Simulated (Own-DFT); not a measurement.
Simulation results for InGa₃As₄ (zincblende random alloy, strained, atoms displaced)

Computed with Own-DFT development build. A calculation, not a measurement: plane-wave PBE density functional theory by an unreviewed code, no spin, of a simulated periodic cell, stress positive in tension, free energy of the whole cell less one offset for each atom, forces on such cells passed a denser k mesh, this cell's mesh not checked; offsets are fitted by least squares, one for each functional and potential file, so energies compare only between cells with the same atoms and settings and are not formation energies; the far tail of each file's local potential was reset to the Coulomb form; each entry is a single point on an unrelaxed cell, so the pressure reflects the starting lattice, mostly measured values, from which strain is counted, and rises with the displacements; printed positions are rounded, which can move forces by about a meV/angstrom; the program is a retired in-house code; no spin-orbit coupling.

Settings shared by all entries: functional PBE; potential files PseudoDojo norm-conserving, scalar-relativistic, standard set; wave cutoff 42 hartree; occupations Fermi-Dirac; smearing width 0.1 eV; k mesh 3 x 3 x 3 centred on Gamma.

(1) InGa₃As₄ (zincblende random alloy, strained, atoms displaced)

```xyz
64
Lattice="11.3066 0.0000 0.0000 0.0000 11.3066 0.0000 0.0000 0.0000 11.7318" Properties=species:S:1:pos:R:3 InGa3As4
Ga    11.1676     0.0336     0.0760
Ga    11.2506     2.8664     2.8953
Ga     2.8927     0.0624     2.9290
Ga     2.8317     2.7193     0.0589
As     1.4213     1.3853     1.5333
As     1.4116     4.2577     4.4581
As     4.2420     1.5015     4.4076
As     4.2692     4.2299     1.3706
Ga     0.0969    11.3045     5.9288
Ga    11.2953     2.8619     8.8371
Ga     2.8007     0.0272     8.8682
Ga     2.7973     2.7780     5.8676
As     1.4167     1.4526     7.3161
As     1.4184     4.3388    10.3157
As     4.2606     1.4531    10.2987
As     4.2022     4.3667     7.3728
Ga    11.2064     5.5913     0.0081
Ga     0.0267     8.5249     2.8005
Ga     2.8317     5.6322     2.9769
Ga     2.7565     8.5745     0.0817
As     1.4733     6.9910     1.4949
As     1.4290     9.9377     4.3894
As     4.2744     7.0411     4.4098
As     4.2843     9.8864     1.5270
Ga    11.2609     5.6597     5.8934
Ga    11.2680     8.4327     8.8979
Ga     2.7687     5.4854     8.8568
Ga     2.7885     8.3550     5.7376
As     1.4447     7.0412     7.3205
As     1.3983     9.8671    10.2974
As     4.2480     7.0416    10.2609
As     4.2692     9.8896     7.3479
Ga     5.7178    11.2901    11.7177
In     5.6689     2.7110     2.8781
Ga     8.5968     0.0041     2.9467
Ga     8.5101     2.7403    11.6550
As     7.1125     1.4472     1.4365
As     7.0404     4.2432     4.3647
As     9.8957     1.4441     4.2914
As     9.8622     4.2201     1.5205
In     5.6293    11.2394     5.9046
In     5.6087     2.8429     8.7765
Ga     8.5158    11.2615     8.8463
In     8.4332     2.8107     5.9818
As     6.9942     1.3938     7.3523
As     7.0879     4.2081    10.3448
As     9.8375     1.4363    10.1795
As     9.8621     4.1760     7.3170
Ga     5.6659     5.6055     0.0117
In     5.6787     8.5078     2.8807
Ga     8.5073     5.6353     2.8546
In     8.4815     8.4210     0.0737
As     7.0104     7.0359     1.4529
As     7.0169     9.8814     4.4011
As     9.8561     7.0296     4.4424
As    10.0156     9.8252     1.4830
In     5.6846     5.6183     5.8614
Ga     5.6529     8.4699     8.7794
Ga     8.4335     5.5627     8.6957
In     8.4992     8.5192     5.9298
As     7.1211     7.0942     7.3621
As     7.0932     9.8727    10.2958
As     9.8363     6.9777    10.2063
As     9.8535     9.9391     7.3390
```

Results for InGa₃As₄ (zincblende random alloy, strained, atoms displaced): free energy of cell above offsets -21.161 eV; pressure 5.99 GPa; stress xx -6.63 GPa; stress yy -6.56 GPa; stress zz -4.79 GPa; stress yz 0.19 GPa; stress xz 0.78 GPa; stress xy -0.17 GPa.

Force:
```tsv
element	x (eV/Å)	y (eV/Å)	z (eV/Å)
Ga	1.115	0.275	-0.883
Ga	1.014	-0.037	0.55
Ga	-0.076	-0.367	0.488
Ga	-0.278	0.722	-0.313
As	-0.621	0.239	-0.443
As	-0.361	-0.317	-0.38
As	-1.436	-1.084	0.72
As	-1.077	0.3	0.431
Ga	-0.801	0.085	-0.66
Ga	0.485	0.315	-0.104
Ga	0.289	-0.222	-0.273
Ga	0.317	0.977	0.124
As	0.004	-0.145	0.896
As	-0.684	-1.922	0.734
As	-0.925	-1.427	0.845
As	-1.378	-1.381	-0.455
Ga	0.333	0.67	0.176
Ga	1.029	-1.346	1.858
Ga	0.429	-0.352	-0.086
Ga	0.713	-0.832	-0.246
As	-0.691	0.315	-0.423
As	0.084	-0.382	-0.273
As	-1.185	0.12	-0.709
As	-1.514	1.81	-1.863
Ga	0.314	0.01	0.079
Ga	0.338	0.091	-0.841
Ga	0.457	2.016	-0.428
Ga	0.053	0.842	0.749
As	-0.468	-0.055	0.538
As	-0.593	0.7	0.123
As	-0.363	0.185	0.244
As	-2.129	-1.514	1.13
Ga	-0.352	0.165	0.179
In	-0.222	1.621	0.035
Ga	-0.841	-0.551	-0.382
Ga	-0.144	0.749	0.641
As	1.496	-2.018	-1.131
As	1.328	-0.01	-0.994
As	0.806	-0.462	1.072
As	-0.055	-0.388	-1.213
In	-0.15	0.923	-0.86
In	0.133	0.684	0.235
Ga	-0.888	0.158	-0.445
In	-0.26	-0.612	-2.018
As	1.128	-1.273	1.202
As	0.598	0.685	-0.147
As	0.848	-0.382	0.581
As	1.714	1.439	1.269
Ga	-0.152	0.494	-0.6
In	-0.022	-0.951	1.017
Ga	-0.626	0.464	0.954
In	0.463	0.132	-0.652
As	0.336	-1.993	0.196
As	1.834	0.94	-0.863
As	0.94	-0.188	-1.575
As	-1.189	1.387	0.17
In	0.237	0.684	0.373
Ga	-0.059	-0.115	0.401
Ga	0.009	0.063	0.806
In	-0.23	-0.159	-1.101
As	-0.8	-0.52	1.358
As	-0.656	0.493	-0.895
As	0.429	-0.612	-0.247
As	1.951	0.865	1.331
```

(2) InGa₃As₄ (zincblende random alloy, strained, atoms displaced)

```xyz
64
Lattice="11.3066 0.0000 0.0000 0.0000 11.3066 0.0000 0.0000 0.0000 11.7318" Properties=species:S:1:pos:R:3 InGa3As4
Ga    11.2747     0.0359     0.0187
Ga    11.1988     2.8113     2.9125
Ga     2.7933     0.0272     2.9318
In     2.7462     2.8540     0.0391
As     1.3532     1.3553     1.4927
As     1.3829     4.2827     4.4277
As     4.3344     1.3438     4.3892
As     4.2109     4.2301     1.5759
Ga     0.0081     0.0042     5.8349
Ga     0.1096     2.8547     8.7324
Ga     2.9370     0.0432     8.7627
In     2.8619     2.7985     5.8625
As     1.4162     1.3242     7.3717
As     1.4490     4.2149    10.3343
As     4.2027     1.4555    10.2085
As     4.1993     4.2391     7.3315
In     0.0376     5.6576     0.0023
Ga    11.2721     8.4118     2.9137
In     2.8293     5.5461     2.9210
Ga     2.7539     8.4312    11.6570
As     1.4490     7.1207     1.5286
As     1.4417     9.8749     4.4447
As     4.2059     7.0356     4.3995
As     4.2250     9.9372     1.4493
Ga    11.2689     5.6427     5.9730
Ga    11.2689     8.4404     8.7942
In     2.8276     5.6478     8.8330
Ga     2.8144     8.4713     5.9274
As     1.4561     7.1236     7.2633
As     1.4303     9.9646    10.2726
As     4.2367     7.0764    10.2655
As     4.2467     9.9683     7.4325
Ga     5.6945    11.2643     0.0518
In     5.6636     2.8608     2.8482
Ga     8.4838     0.0320     2.8830
Ga     8.4524     2.8833    11.7179
As     7.1085     1.4009     1.4550
As     7.0492     4.2483     4.4550
As     9.7996     1.4022     4.3867
As     9.9340     4.2554     1.3731
Ga     5.7199    11.2050     5.8553
In     5.6924     2.8379     8.8597
Ga     8.4315    11.2885     8.9119
Ga     8.4365     2.8127     5.8789
As     7.0492     1.3700     7.3460
As     7.1031     4.3110    10.2024
As     9.9270     1.3701    10.2046
As     9.8348     4.2262     7.2890
Ga     5.6304     5.5101     0.0060
Ga     5.5671     8.4667     2.9201
Ga     8.4025     5.6996     2.9503
Ga     8.4736     8.4615     0.0174
As     7.1526     7.0631     1.4531
As     7.0570     9.8110     4.4244
As     9.7559     7.0996     4.3706
As     9.8531     9.7926     1.4587
Ga     5.6341     5.6709     5.8646
Ga     5.5518     8.3750     8.8177
In     8.4332     5.6174     8.7955
Ga     8.4159     8.5961     5.8159
As     7.0658     7.1098     7.3843
As     7.1265     9.9372    10.2668
As     9.9506     7.1298    10.2702
As     9.9678    10.0128     7.2576
```

Results for InGa₃As₄ (zincblende random alloy, strained, atoms displaced): free energy of cell above offsets -21.064 eV; pressure 6.01 GPa; stress xx -6.63 GPa; stress yy -6.69 GPa; stress zz -4.7 GPa; stress yz 0.58 GPa; stress xz 0.55 GPa; stress xy 0.06 GPa.

Force:
```tsv
element	x (eV/Å)	y (eV/Å)	z (eV/Å)
Ga	-0.253	-0.73	-0.09
Ga	0.403	0.158	0.298
Ga	0.313	-0.346	0.373
In	1.153	-1.345	0.765
As	-0.645	-0.095	0.928
As	-2.057	-0.899	0.295
As	-0.339	-1	-0.027
As	0.922	0.195	-3.181
Ga	0.258	0.418	-0.505
Ga	-0.707	-0.226	0.325
Ga	-1.116	-0.073	0.811
In	-0.478	-0.636	-0.418
As	-0.337	-0.01	-0.017
As	-1.471	0.037	-2.165
As	0.183	-1.54	1.496
As	1.544	0.748	-0.479
In	0.336	1.085	-0.057
Ga	-0.056	0.532	0.702
In	-1.027	1.772	0.939
Ga	0.321	0.777	0.432
As	0.047	0.681	-0.454
As	-0.297	-0.064	-0.599
As	0.67	0.945	0.875
As	-0.397	-0.6	-0.079
Ga	-0.093	0.644	-1.046
Ga	0.632	1.106	-0.562
In	-0.451	0.225	-0.521
Ga	0.867	0.776	-0.569
As	-1.417	-0.25	0.569
As	-0.138	-0.278	-0.45
As	0.643	-0.007	1.706
As	0.475	-1.234	-1.085
Ga	-0.23	0.425	-0.653
In	0.95	-1.01	1.414
Ga	-0.037	-0.935	0.316
Ga	0.521	-0.577	-0.384
As	0.534	-0.328	-1.116
As	0.568	0.621	0.252
As	0.565	0.143	0.199
As	-1.817	-0.881	1.893
Ga	-0.284	0.327	0.237
In	-0.253	0.049	-1.047
Ga	0.915	0.404	-1.478
Ga	-0.104	-0.33	-0.071
As	0.839	-0.631	-0.646
As	-0.915	-1.205	3.215
As	-0.084	1.075	0.382
As	1.217	-1.038	-0.157
Ga	0.21	1.118	0.231
Ga	0.412	-0.06	-0.124
Ga	0.604	-0.817	-0.044
Ga	0.074	0.206	-0.641
As	-1.621	-0.199	-0.222
As	-0.597	0.967	-1.47
As	0.986	-0.295	0.689
As	0.466	0.983	0.178
Ga	0.036	0.191	0.418
Ga	0.932	1.212	-0.149
In	1.737	1.696	-0.521
Ga	1.065	-0.725	1.259
As	-0.906	0.829	-1.508
As	-1.215	-1.374	0.511
As	-0.849	0.487	-0.193
As	-1.206	-1.096	1.017
```

(3) InGa₃As₄ (zincblende random alloy, strained, atoms displaced)

```xyz
64
Lattice="11.3066 0.0000 0.0000 0.0000 11.3066 0.0000 0.0000 0.0000 11.7318" Properties=species:S:1:pos:R:3 InGa3As4
Ga    11.2344    11.2529     0.0154
Ga     0.1310     2.9162     2.9763
Ga     2.7672     0.0330     2.9057
Ga     2.7881     2.8031    11.6651
As     1.5242     1.4842     1.4533
As     1.3920     4.1939     4.3818
As     4.3048     1.3298     4.3725
As     4.1820     4.2130     1.3574
Ga     0.0600    11.2945     5.9427
Ga     0.0534     2.7709     8.6953
In     2.8475     0.0723     8.6984
Ga     2.7435     2.8039     5.8609
As     1.4146     1.3701     7.3415
As     1.4234     4.2027    10.2895
As     4.1979     1.5046    10.2392
As     4.3161     4.1679     7.3207
In    11.2909     5.7131    11.7057
Ga     0.0400     8.4478     2.9688
Ga     2.8296     5.6095     2.9035
Ga     2.8209     8.4647    11.6240
As     1.4597     7.1385     1.4895
As     1.4543     9.8264     4.3020
As     4.2437     7.0725     4.4112
As     4.3019     9.8480     1.4757
In     0.0433     5.6060     5.8296
In    11.2720     8.5449     8.8446
Ga     2.8052     5.6144     8.8463
In     2.8192     8.5196     5.9370
As     1.3606     7.0540     7.3577
As     1.5071     9.9405    10.3088
As     4.2876     7.0888    10.1898
As     4.2170     9.8355     7.2790
Ga     5.5930     0.0128    11.7266
In     5.6326     2.8679     2.9087
Ga     8.4707     0.0494     2.9239
In     8.5040     2.8492     0.1227
As     7.0710     1.4008     1.4429
As     7.0114     4.2988     4.4472
As     9.9169     1.4215     4.2967
As     9.8734     4.2010     1.5841
Ga     5.7172    11.2620     5.8427
Ga     5.5812     2.8401     8.7290
Ga     8.5063    11.2810     8.7618
In     8.4493     2.8970     5.8765
As     7.2003     1.4974     7.2759
As     7.0662     4.2560    10.2165
As     9.9159     1.4890    10.3199
As     9.8969     4.1767     7.2878
Ga     5.6788     5.6658    11.6901
Ga     5.6507     8.3964     2.9801
Ga     8.4995     5.6754     2.9005
Ga     8.5041     8.5193    11.7105
As     6.9825     6.9716     1.5037
As     7.1120     9.9853     4.3922
As     9.9500     7.1087     4.4068
As     9.8251     9.8890     1.4672
Ga     5.6684     5.7378     5.8026
Ga     5.6495     8.5329     8.7699
Ga     8.3986     5.6240     8.8433
Ga     8.4370     8.3677     5.8861
As     6.9990     7.0901     7.3458
As     7.1396     9.8466    10.1944
As     9.8127     7.1262    10.2351
As     9.9096     9.8445     7.2869
```

It finds free energy of cell above offsets -21.380 eV; pressure 5.93 GPa; stress xx -6.48 GPa; stress yy -6.57 GPa; stress zz -4.74 GPa; stress yz 0.3 GPa; stress xz -0.43 GPa; stress xy -0.31 GPa.

Force:
```tsv
element	x (eV/Å)	y (eV/Å)	z (eV/Å)
Ga	0.641	0.591	0.076
Ga	-1.051	-1.443	-1.019
Ga	0.952	-0.432	-0.035
Ga	0.285	0.309	0.205
As	-1.383	-0.536	-0.025
As	2.067	0.064	-0.333
As	-1.439	-0.266	1.071
As	-0.347	0.958	-0.506
Ga	-0.651	-0.377	-1.443
Ga	-0.576	0.499	0.989
In	1.008	-1.099	1.238
Ga	1.164	-0.315	-0.204
As	-1.216	1.547	-1.777
As	0.01	-0.484	-1.214
As	1.27	-0.058	0.615
As	-1.356	1.272	-0.893
In	-0.332	-0.266	0.629
Ga	-0.542	0.399	-0.679
Ga	0.225	0.212	-0.032
Ga	0.831	0.017	0.852
As	0.486	0.044	0.274
As	-0.853	1.528	0.174
As	-0.152	-0.81	-0.676
As	-0.72	0.009	-0.161
In	-0.549	0.37	0.501
In	0.808	0.004	0.297
Ga	0.431	-0.016	-0.571
In	-0.99	-1.408	-1.251
As	0.995	-0.731	1.042
As	-0.749	0.276	0.786
As	-0.277	-0.262	0.312
As	2.81	1.569	1.061
Ga	0.443	-0.223	-0.367
In	-0.007	0.003	-0.05
Ga	0.132	-0.091	-0.25
In	-0.47	0.281	-1.296
As	-0.75	-1.648	0.321
As	0.375	1.46	-0.827
As	0.975	-0.25	0.382
As	1.313	1.089	1.033
Ga	-0.139	0.547	0.638
Ga	1.297	-0.609	0.587
Ga	0.35	0.519	0.069
In	0.938	-0.158	-2.247
As	-2.641	-2.526	2.231
As	-0.912	-0.293	0.099
As	0.788	-1.276	-1.467
As	0.594	1.133	2.526
Ga	-0.483	-0.222	-0.204
Ga	0.378	0.799	-0.113
Ga	-0.189	0.042	0.781
Ga	-0.732	-0.593	0.521
As	0.868	0.888	-0.428
As	0.078	-1.475	-0.099
As	-1.277	0.161	-0.829
As	0.532	-0.212	0.51
Ga	-0.302	-0.431	0.627
Ga	0.018	0.003	0.099
Ga	0.698	0.393	-0.813
Ga	0.173	0.907	-0.423
As	0.312	-0.487	0.075
As	-0.82	0.762	0.402
As	-1.218	-0.744	0.186
As	-1.126	1.087	-0.976
```

(4) InGa₃As₄ (zincblende random alloy, strained, atoms displaced)

```xyz
64
Lattice="11.3066 0.0000 0.0000 0.0000 11.3066 0.0000 0.0000 0.0000 11.7318" Properties=species:S:1:pos:R:3 InGa3As4
Ga    11.2966    11.2453    11.6807
In     0.0476     2.8337     2.9542
In     2.8076    11.3009     2.9969
Ga     2.7767     2.8178    11.6999
As     1.4399     1.4315     1.5201
As     1.3786     4.2587     4.3257
As     4.2611     1.4605     4.4477
As     4.2807     4.2982     1.5285
Ga     0.0286     0.0330     5.8089
Ga     0.0293     2.8524     8.8003
Ga     2.8064    11.2608     8.7595
Ga     2.9347     2.7214     5.8569
As     1.4166     1.3829     7.2875
As     1.3890     4.2597    10.2723
As     4.1738     1.4098    10.2958
As     4.2098     4.2922     7.3157
Ga     0.0386     5.6499     0.0130
In     0.0331     8.4593     2.9038
Ga     2.8454     5.7392     2.8893
Ga     2.8528     8.4731     0.1086
As     1.2978     7.1264     1.4843
As     1.3722     9.9707     4.4084
As     4.2535     7.0948     4.3607
As     4.2557     9.9596     1.5112
Ga     0.0051     5.6204     5.8431
Ga    11.2474     8.6059     8.8055
Ga     2.8544     5.6077     8.7776
Ga     2.8048     8.5813     5.8946
As     1.3995     7.0061     7.3272
As     1.3741     9.9855    10.2643
As     4.2844     7.0393    10.2492
As     4.3265     9.8803     7.2920
Ga     5.6679     0.1023     0.0321
Ga     5.6101     2.8294     2.9666
Ga     8.3894     0.0447     2.8690
In     8.4725     2.7721    11.6467
As     7.0637     1.3719     1.4940
As     7.0695     4.2522     4.4299
As     9.9007     1.3868     4.4310
As     9.9260     4.2038     1.5024
In     5.6165    11.2828     5.9259
Ga     5.6505     2.7919     8.7570
Ga     8.4997     0.0217     8.7107
Ga     8.4790     2.8216     5.8354
As     7.0191     1.3386     7.3528
As     7.0493     4.1726    10.2116
As     9.9161     1.4044    10.2042
As     9.8420     4.1925     7.2751
Ga     5.6158     5.6606    11.6473
In     5.6943     8.6229     2.9056
Ga     8.4480     5.7006     2.8876
Ga     8.5047     8.4756    11.6966
As     7.0952     7.0799     1.4119
As     7.1057     9.8939     4.4180
As     9.8106     7.0058     4.3327
As     9.8426     9.8790     1.4701
Ga     5.7263     5.6347     5.8264
Ga     5.6773     8.4832     8.7455
In     8.4593     5.6004     8.7348
In     8.4231     8.4967     5.8687
As     7.0204     7.0540     7.2903
As     7.0471     9.8352    10.2529
As     9.8735     7.0711    10.3285
As     9.9107     9.8597     7.3783
```

Results for InGa₃As₄ (zincblende random alloy, strained, atoms displaced): free energy of cell above offsets -21.263 eV; pressure 6.04 GPa; stress xx -6.66 GPa; stress yy -6.64 GPa; stress zz -4.81 GPa; stress yz -0.28 GPa; stress xz -0.19 GPa; stress xy 0.64 GPa.

Force:
```tsv
element	x (eV/Å)	y (eV/Å)	z (eV/Å)
Ga	-0.402	0.897	0.909
In	-0.905	-0.661	-0.041
In	0.596	0.693	-0.283
Ga	0.283	0.335	0.684
As	-0.209	-0.53	-2.503
As	2.226	1.216	1.921
As	0.421	0.432	-0.773
As	-0.445	-0.35	-0.898
Ga	-0.631	-0.255	0.865
Ga	-0.215	-0.164	-0.427
Ga	0.297	0.21	0.027
Ga	-1.272	1.488	0.444
As	0.195	0.353	0.291
As	0.341	0.015	-0.175
As	0.41	0	-0.596
As	0.677	-0.784	-0.355
Ga	-0.694	-0.017	0.074
In	-1.601	1.131	1.733
Ga	-0.397	-0.161	0.307
Ga	-0.147	0.163	-0.77
As	2.723	-2.087	-2.062
As	-0.2	-1.147	1.704
As	-0.545	-0.238	0.992
As	-0.379	0.339	-2.362
Ga	-0.289	0.019	-0.25
Ga	0.763	-1.448	0.689
Ga	-0.355	0.473	0.386
Ga	-0.058	-0.975	-0.229
As	-0.124	0.913	0.228
As	0.931	-1.278	-0.083
As	-0.846	0.695	-0.264
As	-2.367	-1.533	2.108
Ga	-0.37	-0.913	-0.606
Ga	0.491	0.233	-0.068
Ga	1.052	-0.697	0.977
In	0.298	0.39	1.006
As	-1.034	0.685	0.42
As	0.279	-0.365	-0.78
As	-1.157	-0.512	0.019
As	-0.872	1.566	-0.813
In	0.85	0.574	-1.778
Ga	-0.579	0.126	0.203
Ga	-0.084	-0.43	0.829
Ga	-0.332	-0.538	0.177
As	1.435	1.759	0.595
As	-1.802	0.43	0.129
As	0.923	-1.078	-0.824
As	1.593	-0.709	-0.605
Ga	0.757	-0.438	0.639
In	0.191	-1.67	0.018
Ga	-0.068	-0.742	-0.323
Ga	-0.287	0.068	0.247
As	-0.012	-0.552	-0.663
As	0.398	1.994	-0.859
As	0.689	-0.597	0.769
As	-0.531	1.069	-0.818
Ga	-1.09	0.309	0.09
Ga	-0.109	-0.342	0.422
In	0.189	0.733	0.677
In	1.206	-0.591	0.183
As	-1.247	-0.091	0.394
As	0.185	0.914	0.009
As	0.941	0.262	-0.337
As	0.315	1.414	-0.619
```

(5) InGa₃As₄ (zincblende random alloy, strained, atoms displaced)

```xyz
64
Lattice="11.3066 0.0000 0.0000 0.0000 11.3066 0.0000 0.0000 0.0000 11.7318" Properties=species:S:1:pos:R:3 InGa3As4
Ga     0.0117     0.0124     0.0567
In     0.0983     2.8941     2.9425
Ga     2.8691     0.0459     2.9755
Ga     2.8349     2.8032    11.6820
As     1.4818     1.4045     1.5002
As     1.4038     4.2865     4.3866
As     4.2176     1.3644     4.3321
As     4.2453     4.2282     1.4425
In     0.0653     0.0424     5.8303
Ga     0.0050     2.8127     8.7740
Ga     2.7892    11.2247     8.7052
Ga     2.7998     2.8307     5.9086
As     1.4477     1.4569     7.4095
As     1.4283     4.2156    10.3142
As     4.2657     1.4829    10.3163
As     4.1843     4.2753     7.3634
Ga    11.2757     5.6157     0.0666
Ga    11.2554     8.5000     2.9494
Ga     2.8499     5.7044     2.9217
Ga     2.8267     8.4828    11.6694
As     1.4690     7.0900     1.4350
As     1.3832     9.9832     4.3975
As     4.3009     7.0940     4.4205
As     4.2443     9.9476     1.5147
Ga     0.0331     5.6890     5.8509
In     0.0832     8.4917     8.8230
Ga     2.8522     5.7121     8.7496
Ga     2.8155     8.4840     5.8875
As     1.3927     7.0215     7.2407
As     1.4545     9.9388    10.3687
As     4.2262     7.1411    10.2622
As     4.2830     9.8256     7.3618
In     5.6649    11.2946    11.6463
Ga     5.6777     2.7625     2.8815
Ga     8.4915     0.0600     2.9391
Ga     8.5752     2.8433     0.0878
As     6.9882     1.3613     1.4752
As     7.0765     4.3075     4.4254
As     9.9057     1.4718     4.4102
As     9.9019     4.2442     1.4343
In     5.6809    11.3016     5.9104
Ga     5.6448     2.7942     8.7953
Ga     8.5205     0.0945     8.7485
Ga     8.4863     2.7999     5.8119
As     7.0817     1.4054     7.3339
As     7.0675     4.2154    10.3160
As     9.8718     1.3721    10.3470
As     9.8854     4.2218     7.3382
Ga     5.6120     5.6969    11.6776
Ga     5.6226     8.4849     2.8851
Ga     8.4145     5.6634     2.9144
In     8.5741     8.4872    11.7222
As     7.0885     7.0389     1.4224
As     7.1231     9.8379     4.3642
As     9.8711     7.0543     4.3408
As     9.8689     9.9436     1.5167
In     5.7111     5.6921     5.9345
Ga     5.6338     8.3881     8.8453
Ga     8.4507     5.6515     8.8525
In     8.4937     8.4726     6.0424
As     7.0354     7.0589     7.3858
As     7.1326     9.8261    10.2942
As     9.8414     7.1222    10.3599
As     9.8314     9.9068     7.4013
```

Results for InGa₃As₄ (zincblende random alloy, strained, atoms displaced): free energy of cell above offsets -21.969 eV; pressure 5.82 GPa; stress xx -6.4 GPa; stress yy -6.48 GPa; stress zz -4.57 GPa; stress yz -0.83 GPa; stress xz -0.08 GPa; stress xy 0.31 GPa.

Force:
```tsv
element	x (eV/Å)	y (eV/Å)	z (eV/Å)
Ga	0.042	0.039	0.31
In	-0.945	-0.643	-0.642
Ga	-0.595	-0.777	-0.58
Ga	-0.059	0.295	0.697
As	0.477	-0.619	-1.099
As	1.682	1.218	1.588
As	0.009	1.586	0.718
As	-0.064	0.156	0.079
In	-1.195	0.348	1.512
Ga	-0.284	0.288	0.889
Ga	0.65	0.442	1.026
Ga	0.27	0.145	-0.617
As	0.378	0.183	0.079
As	-0.308	0.562	-0.646
As	-1.19	-0.034	-1.944
As	0.05	-1.106	0.379
Ga	0.46	0.564	-0.68
Ga	0.583	0.053	-0.216
Ga	0.328	-0.171	0.123
Ga	0.313	0.397	1.06
As	-0.662	0.066	0.256
As	1.64	-2.097	-1.383
As	-1.16	0.725	-0.833
As	-0.874	-1.015	0.073
Ga	-0.896	-0.638	-0.485
In	-0.402	-0.185	0.267
Ga	-0.553	-0.256	0.695
Ga	0.087	0.162	-0.602
As	0.948	0.037	0.149
As	0.332	0.742	-0.144
As	-0.303	-0.844	-0.029
As	-0.922	-0.676	0.671
In	-0.129	-0.634	0.18
Ga	-0.268	0.839	0.529
Ga	-0.286	-0.055	0.311
Ga	-1.15	-0.494	-0.384
As	1.932	1.046	0.579
As	0.553	-1.715	-1.149
As	-1.199	-0.128	-0.496
As	-0.684	0.805	0.493
In	-0.174	-0.495	-1.12
Ga	0.069	0.519	0.104
Ga	-0.404	-0.596	0.898
Ga	-0.186	0.527	0.37
As	0.747	1.438	0.769
As	0.013	-0.109	-0.218
As	0.42	0.427	-0.545
As	-0.004	0.329	-0.141
Ga	0.207	-0.43	0.371
Ga	0.472	-0.097	0.089
Ga	0.389	-0.212	-0.17
In	-1.189	0.869	1.86
As	-1.181	-0.23	0.723
As	-0.147	0.174	-0.929
As	0.416	-0.418	0.193
As	1.055	0.757	0.691
In	-1.048	-0.677	-0.428
Ga	0.617	0.929	-0.004
Ga	0.232	-0.133	0.18
In	-0.165	-0.396	-1.953
As	0.461	0.026	2.391
As	-0.521	0.667	-2.563
As	2.1	-3.138	-2.063
As	1.212	1.66	0.76
```
